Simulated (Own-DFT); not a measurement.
## Calculated data, Si₃N₄ (beta silicon nitride, atoms displaced)

A calculation, not a measurement: plane-wave PBE density functional theory by an unreviewed code, no spin, of a simulated periodic cell, stress positive in tension, free energy of the whole cell less one offset for each atom, forces on such cells moved up to 12 meV/angstrom on a denser k mesh; offsets are fitted by least squares, one for each functional and potential file, so energies compare only between cells with the same atoms and settings and are not formation energies; the far tail of each file's local potential was reset to the Coulomb form; each entry is a single point on an unrelaxed cell, so the pressure reflects the starting lattice, mostly measured values (interpolated for alloys), from which strain is counted, and rises with the displacements; printed positions are rounded, which can move forces by about a meV/angstrom; the program, named Own-DFT, is a retired in-house code; no spin-orbit coupling; before rounding, a Quantum ESPRESSO 7.3.1 run of the same cell and cutoff gave forces within 1 meV/angstrom rms on each cell, which checks the program and not the settings. Program: Own-DFT development build.

Common to all runs: functional PBE; potential files PseudoDojo norm-conserving, scalar-relativistic, standard set; wave cutoff 42 hartree; occupations Fermi-Dirac; smearing width 0.1 eV; k mesh 2 x 2 x 4 centred on Gamma.

(1) 
```xyz
112
Lattice="15.2120 0.0000 0.0000 -7.6060 13.1740 0.0000 0.0000 0.0000 5.8180" Properties=species:S:1:pos:R:3:force_x:R:1:force_y:R:1:force_z:R:1 formula=Si3N4 free_energy_of_cell_above_offsets=-8.735 pressure=8.22 stress_xx=-8.01 stress_yy=-9.01 stress_zz=-7.65 stress_yz=-0.44 stress_xz=0.25 stress_xy=-0.61
Si    -1.5562     5.0901     0.7074     -1.564     -2.159      0.666
Si     0.2056     2.6747     0.6616      1.404      0.376       1.55
Si     1.3872     5.4091     0.7075     -3.187      4.527      0.939
Si     5.3452     1.4412     2.1684      1.977      3.598      1.278
Si     3.6056     3.9021     2.1544      -0.77      1.868      1.238
Si     2.4910     1.1759     2.1744     -2.477     -4.158      0.845
N      2.3927     0.2448     0.6504      0.327     -2.033      3.547
N      6.2216     1.9663     0.7783      0.532      0.468     -0.772
N      2.6797     4.5166     0.7357      6.628     -4.245      0.276
N      1.4007     6.4055     2.1996     -0.089     -0.251     -1.171
N     -2.4188     4.5631     2.2240      0.282      0.592     -1.705
N      1.0930     2.0806     2.2274     -2.789      2.129      -1.69
N      0.0476     4.4155     0.6443     -1.683     -1.532      0.685
N      3.7632     2.1799     2.1006      2.835      1.429      0.555
Si    -1.6037     5.1033     3.6243     -0.509     -0.387      0.572
Si     0.2112     2.6867     3.5790      0.197     -0.545      1.348
Si     1.3595     5.5151     3.6362     -0.016     -1.745     -0.059
Si     5.4644     1.5086     5.1175     -2.034      1.503      0.419
Si     3.6000     4.0016     5.1185     -0.947     -1.463     -0.303
Si     2.4577     1.2123     5.1709      -2.02     -0.985     -4.102
N      2.3414     0.0468     3.6444      1.414        5.8     -0.166
N      6.2046     2.0718     3.7154     -0.749     -1.172     -2.229
N      2.7932     4.4551     3.6756      0.202      0.002     -1.362
N      1.3572     6.4001     5.0939      0.179      0.545      0.286
N     -2.4958     4.6222     5.0900      3.536      2.014      0.153
N      1.0201     2.1527     5.0938      -0.31      0.254     -1.356
N     -0.0190     4.3898     3.6530       0.64      0.526     -0.443
N      3.7461     2.2085     5.0944      3.284        1.7     -0.078
Si    -5.3673    11.6857     0.6605      1.714      1.076      4.245
Si    -3.6811     9.2237     0.7256      3.989      1.335     -1.239
Si    -2.4527    12.0476     0.7551       3.42     -1.891     -1.843
Si     1.5924     8.1379     2.1720      0.179     -1.074      0.594
Si    -0.1602    10.4657     2.2613     -0.062     -0.971     -5.067
Si    -1.3855     7.8030     2.1864      0.472     -2.711     -0.312
N     -1.3091     6.7636     0.6858     -0.639      1.321      2.299
N      2.4671     8.5025     0.7507      0.748        0.6     -0.616
N     -0.9894    10.9779     0.7349     -0.423       0.54      0.255
N     -2.3736    12.9747     2.1141     -0.596     -0.946      3.799
N     -6.2283    11.1687     2.0932      1.294      0.539      2.203
N     -2.7448     8.7831     2.2000     -1.387      0.146      -3.19
N     -3.7508    11.0240     0.7480     -2.567     -1.925     -0.299
N     -0.0177     8.7204     2.2723      1.716      2.057     -1.236
Si    -5.3940    11.6152     3.7311      0.968     -1.463     -4.216
Si    -3.5121     9.2947     3.5633      -1.19     -2.523      2.847
Si    -2.4967    12.0199     3.6907      3.927      0.469     -1.554
Si     1.6022     8.1157     5.1074     -0.507      0.842     -0.399
Si    -0.2078    10.4408     5.0601      0.687      5.233      1.812
Si    -1.3678     7.6879     5.1237      1.131      2.488     -2.184
N     -1.4038     6.8448     3.6278     -0.141      -1.61     -0.145
N      2.4267     8.5620     3.6286      0.151     -0.202      0.447
N     -0.9546    10.8674     3.5731     -4.484      3.863      3.795
N     -2.3461    12.9971     5.1054     -0.428     -1.157     -0.439
N     -6.1715    11.2431     5.1518     -2.843     -2.121     -2.244
N     -2.6837     8.7852     5.0073      -2.47      0.537      2.308
N     -3.7354    10.9437     3.6529     -3.146      0.284      0.108
N      0.0065     8.8909     4.9892      1.073     -7.485      1.385
Si     6.0780     4.9736     0.6988     -2.299      2.862      1.261
Si     7.8504     2.6828     0.6209     -1.717      0.464      7.027
Si     8.9047     5.4216     0.7266      3.668     -0.081     -0.538
Si    13.0038     1.5222     2.1907     -1.391      0.367     -1.713
Si    11.1497     3.8568     2.2182      1.078      1.299     -0.058
Si     9.9981     1.1577     2.2179     -0.114     -0.341     -0.969
N      9.9260     0.2456     0.7042      0.134     -1.077       1.36
N     13.8493     2.0423     0.6355     -0.741     -1.323      2.566
N     10.4038     4.3794     0.8079     -1.998      1.561     -2.576
N      9.0551     6.3273     2.1537     -0.175      2.392     -0.487
N      5.2277     4.6436     2.1977     -2.062     -0.813     -1.451
N      8.6549     2.1974     2.1297     -1.891      0.869      1.595
N      7.5947     4.4237     0.8902      0.913     -2.493     -1.713
N     11.3723     2.2022     2.1758      1.554     -2.229      0.335
Si     6.0159     5.1525     3.5988      0.079     -1.226      1.679
Si     7.7705     2.7998     3.7217      1.369     -3.244     -3.903
Si     8.9553     5.5829     3.6216      1.264     -4.032      2.001
Si    13.0284     1.4937     5.0924     -2.251      0.155     -1.707
Si    11.2052     3.9631     5.0805     -1.741      0.177      1.855
Si    10.0485     1.1759     5.0984      0.202      0.465     -0.149
N      9.9535     0.1372     3.6644      0.157       3.11     -0.391
N     13.8070     1.9603     3.5990      1.558      0.251      0.829
N     10.3901     4.3324     3.6564      -2.62      2.504      0.026
N      9.0091     6.4535     5.1340     -0.208     -1.432     -0.612
N      5.2113     4.5812     5.1266      0.144      0.504     -1.281
N      8.5808     2.2730     5.1037      3.017     -1.949      -3.16
N      7.5891     4.4014     3.5735      0.063      4.398      0.995
N     11.4229     2.3104     5.1229       0.08     -4.286       -0.3
Si     2.1920    11.6323     0.8156      0.732      1.529       -2.9
Si     4.1329     9.2105     0.7243     -3.684      2.633      0.922
Si     5.2136    11.9934     0.7084     -2.046      0.196      -0.94
Si     9.1953     8.0533     2.1647     -1.436      0.679     -0.022
Si     7.4264    10.5413     2.2123     -0.708     -3.067     -1.005
Si     6.1488     7.7239     2.1712      1.252      0.252      0.681
N      6.2537     6.8173     0.7142     -0.824     -2.329      0.863
N      9.9932     8.6026     0.7007     -0.163     -0.415      0.644
N      6.5749    10.9089     0.7385      0.189      0.997     -0.939
N      5.1295    12.9630     2.1460      1.221      0.287     -0.233
N      1.3945    11.1611     2.2113     -0.557     -0.299      0.202
N      4.8650     8.8258     2.2002     -0.543      -0.57      0.543
N      3.7696    11.0304     0.7267      2.252     -2.386      0.172
N      7.5468     8.7007     2.2154      2.032      2.122      0.051
Si     2.1737    11.6533     3.6229      1.894     -1.577      2.247
Si     3.9806     9.2973     3.6889     -0.087     -1.624       -2.1
Si     5.1968    11.9730     3.5862     -2.349      0.443     -0.836
Si     9.1777     8.1922     5.0441      2.892     -2.997      1.102
Si     7.4571    10.5438     5.0776     -1.357     -2.183      0.925
Si     6.2018     7.7528     5.1439      1.275      0.454      -1.32
N      6.1833     6.8474     3.6764     -0.263     -0.849     -0.554
N     10.0517     8.4067     3.6357      2.202      2.414     -1.586
N      6.5366    10.9643     3.6337      2.708     -0.501      0.703
N      5.0496    12.9095     4.9668      1.729      1.972      3.062
N      1.5014    11.1541     5.1283     -2.771     -0.742     -0.543
N      4.7818     8.7253     5.0668      1.545     -0.362       0.65
N      3.8245    10.9179     3.5727     -0.801      2.683       0.14
N      7.6912     8.7078     5.1490     -5.285       4.47     -0.484
```

Units: free_energy_of_cell_above_offsets in eV; pressure, stress_xx, stress_yy, stress_zz, stress_yz, stress_xz, stress_xy in GPa; force_x, force_y, force_z in eV/Å.

(2) 
```xyz
112
Lattice="15.2120 0.0000 0.0000 -7.6060 13.1740 0.0000 0.0000 0.0000 5.8180" Properties=species:S:1:pos:R:3:force_x:R:1:force_y:R:1:force_z:R:1 formula=Si3N4 free_energy_of_cell_above_offsets=-8.228 pressure=8.41 stress_xx=-7.6 stress_yy=-9.69 stress_zz=-7.95 stress_yz=-1.38 stress_xz=0.06 stress_xy=-1.76
Si    -1.5934     5.0697     0.7518     -0.498      0.604     -2.463
Si     0.3378     2.6945     0.6223     -2.467      0.443      3.348
Si     1.4341     5.4381     0.7016     -2.554       0.29      1.816
Si     5.4088     1.5704     2.1129     -0.544     -1.165      1.869
Si     3.5671     4.0573     2.1413      0.964     -4.707      1.701
Si     2.4029     1.1724     2.1961      3.532     -0.618      1.084
N      2.4238     0.2629     0.8021     -0.503     -1.704     -2.773
N      6.2657     2.0858     0.7360     -3.645     -2.349     -1.511
N      2.7703     4.4277     0.7560      0.412     -0.381     -2.926
N      1.3880     6.3853     2.1468      0.459       -1.3      1.511
N     -2.3594     4.6846     2.1774     -1.198     -1.214      1.029
N      1.1107     2.2089     2.2087     -2.319      1.112     -1.391
N     -0.0164     4.3909     0.7481      1.711     -0.163      -0.59
N      3.8449     2.2160     2.1647     -1.997      1.062      0.016
Si    -1.5453     5.0817     3.6454     -2.624     -0.339      1.458
Si     0.1901     2.6384     3.5801      0.703      0.754      0.484
Si     1.4348     5.3949     3.7104     -1.217      0.466     -2.119
Si     5.3921     1.4589     5.1605      0.834      1.142     -2.458
Si     3.6306     3.9418     5.0625     -0.067     -2.797      2.092
Si     2.4300     1.2246     5.0609      1.077     -4.078      1.006
N      2.4730     0.1262     3.6490     -0.696      4.381      0.159
N      6.2426     1.9723     3.5898      -0.32     -0.239      1.834
N      2.9048     4.3959     3.6604     -3.672      1.908     -0.735
N      1.4083     6.3604     5.1308       0.09      1.304     -1.368
N     -2.5650     4.6293     5.1226       4.82      1.418     -0.229
N      1.0560     2.1617     5.0443     -0.698      0.664     -1.412
N     -0.0518     4.3270     3.6534      3.094      0.876      0.282
N      3.8167     2.1331     5.1024      0.597      3.018      0.012
Si    -5.3276    11.6546     0.8271       0.34      1.791     -4.272
Si    -3.5670     9.2814     0.6900      1.161     -0.976      0.146
Si    -2.4244    12.0087     0.6692      -0.26     -1.778     -0.343
Si     1.6140     8.1076     2.1952     -1.217     -1.046     -2.802
Si    -0.1352    10.4313     2.1872     -2.976      1.769      -1.26
Si    -1.4063     7.7206     2.1167      0.203       0.68      2.376
N     -1.4642     6.8401     0.7074      0.531     -1.937     -0.859
N      2.4470     8.5156     0.6491      1.054      1.049      3.341
N     -1.0799    10.9839     0.6395      2.822      -1.46      1.363
N     -2.4311    12.9451     2.0344      0.568      2.021      2.974
N     -6.2294    11.2198     2.0686     -0.783     -0.635      5.708
N     -2.7991     8.7592     2.1556     -0.065     -0.073      0.095
N     -3.8170    10.9076     0.6548      0.685       2.84      0.356
N     -0.0023     8.7479     2.1920      0.008     -0.448     -0.284
Si    -5.4139    11.6878     3.7166      0.804     -1.965      -2.51
Si    -3.6634     9.2556     3.5625      2.801      1.402      1.864
Si    -2.4435    12.0194     3.5632      2.547      1.673     -0.004
Si     1.5976     8.1668     5.1328     -1.498     -1.909     -2.889
Si    -0.1675    10.4443     5.0098     -2.069      4.009      2.143
Si    -1.4090     7.7657     5.0765      1.008     -0.086     -0.394
N     -1.4304     6.7764     3.6447      0.445      1.254     -0.568
N      2.3266     8.4858     3.5944      3.693      1.908       3.07
N     -0.9798    11.0276     3.6431     -0.136     -0.018     -1.975
N     -2.3811    12.9466     5.0926     -0.035      0.407     -1.771
N     -6.2021    11.1939     5.1006     -0.949     -0.668       0.88
N     -2.7644     8.7549     5.1162     -1.408      0.748     -2.401
N     -3.7667    11.0651     3.5897      -2.72     -3.667      0.073
N      0.0140     8.8543     5.1091     -0.081     -4.504     -0.057
Si     5.9714     5.1028     0.6947      1.076     -1.642      1.892
Si     7.7617     2.6517     0.6675      4.987      2.618      2.685
Si     8.9995     5.4326     0.7879      0.538     -2.406     -1.813
Si    13.1020     1.5000     2.2141     -3.075     -1.111     -1.905
Si    11.3188     3.8798     2.1854     -3.382      0.665      0.714
Si    10.0693     1.0619     2.1456     -1.763      4.757      3.455
N     10.0060     0.2787     0.7507     -0.472     -3.393     -3.505
N     13.8929     1.9389     0.7045      1.522      0.738       1.57
N     10.3920     4.3245     0.7272      0.039      0.498      0.929
N      9.0170     6.3613     2.2131      0.226          3     -2.234
N      5.1263     4.5530     2.2012      3.577      2.637     -0.376
N      8.6746     2.2631     2.1785     -0.487     -1.168     -0.086
N      7.5820     4.4160     0.7464     -0.527     -0.381     -0.224
N     11.3923     2.1286     2.2240      3.175       0.48     -0.344
Si     6.0309     5.1077     3.6715     -0.372     -0.882     -1.761
Si     7.7858     2.7605     3.6795      1.374     -1.753     -2.915
Si     8.9134     5.4711     3.5815      4.851       -1.4       2.88
Si    12.9891     1.6285     5.1512      1.461     -3.477     -1.724
Si    11.2169     3.7782     5.0981     -3.985      9.896     -0.227
Si    10.0337     1.1897     5.0985      0.522      0.279     -1.151
N      9.9977     0.1507     3.6238      0.263      4.687      0.859
N     13.8289     2.0103     3.6201      0.379     -0.571      1.497
N     10.4209     4.4325     3.6678     -0.276     -0.277     -1.278
N      8.9570     6.2913     5.0934      0.237      3.818      0.811
N      5.1638     4.6013     5.0657      1.227      1.103      0.728
N      8.6538     2.2179     5.0670     -0.204     -0.427      0.299
N      7.6504     4.4605     3.6635     -3.894     -1.382     -0.082
N     11.4883     2.2899     5.0418     -1.817     -9.057      0.202
Si     2.1089    11.6996     0.6961       3.72      -0.77      1.789
Si     4.0006     9.3298     0.6787      1.484     -3.377      2.766
Si     5.2250    12.0427     0.7703       0.88     -3.118     -2.754
Si     9.2849     8.1335     2.0947     -2.357     -0.689      1.764
Si     7.4563    10.4822     2.2170     -2.178      0.317     -2.415
Si     6.3195     7.6280     2.2154     -1.752      5.432      -0.78
N      6.1700     6.7830     0.8298      0.126     -0.462      -4.27
N     10.0678     8.6433     0.6922     -1.669     -1.414     -0.901
N      6.5764    10.8793     0.7296      0.554      1.119     -0.555
N      5.1313    12.8960     2.1517      1.014       3.85      2.429
N      1.4403    11.1089     2.1864     -0.114      1.093     -0.219
N      4.8604     8.7290     2.2137     -0.487     -0.336     -0.625
N      3.9297    10.9275     0.7761     -3.956      4.147     -0.449
N      7.6134     8.7859     2.1569      2.065     -1.608      0.164
Si     2.2127    11.7453     3.6384      0.393     -5.543      0.284
Si     4.0471     9.2200     3.6655     -1.117      0.895     -2.049
Si     5.1503    12.0291     3.6354      0.269     -0.561      0.806
Si     9.1304     8.1164     5.1182      1.019     -1.424     -1.473
Si     7.4191    10.4319     5.0356     -1.669      3.999      1.507
Si     6.2347     7.7686     5.0744     -2.605     -1.363      2.028
N      6.1996     6.8454     3.6363      0.024     -3.006      2.463
N     10.0488     8.5257     3.5902     -1.571     -0.228      1.214
N      6.5347    10.9866     3.5746      1.626     -0.329      1.518
N      5.1864    12.9580     5.1185      0.221      2.191     -0.586
N      1.3846    11.2116     5.1150     -0.308      0.047     -1.913
N      4.8129     8.7600     5.1157      0.506     -0.908     -0.706
N      3.7941    11.0036     3.6520     -0.909     -1.451      0.313
N      7.5076     8.7870     5.0546      3.842     -1.123      0.025
```

Units: free_energy_of_cell_above_offsets in eV; pressure, stress_xx, stress_yy, stress_zz, stress_yz, stress_xz, stress_xy in GPa; force_x, force_y, force_z in eV/Å.
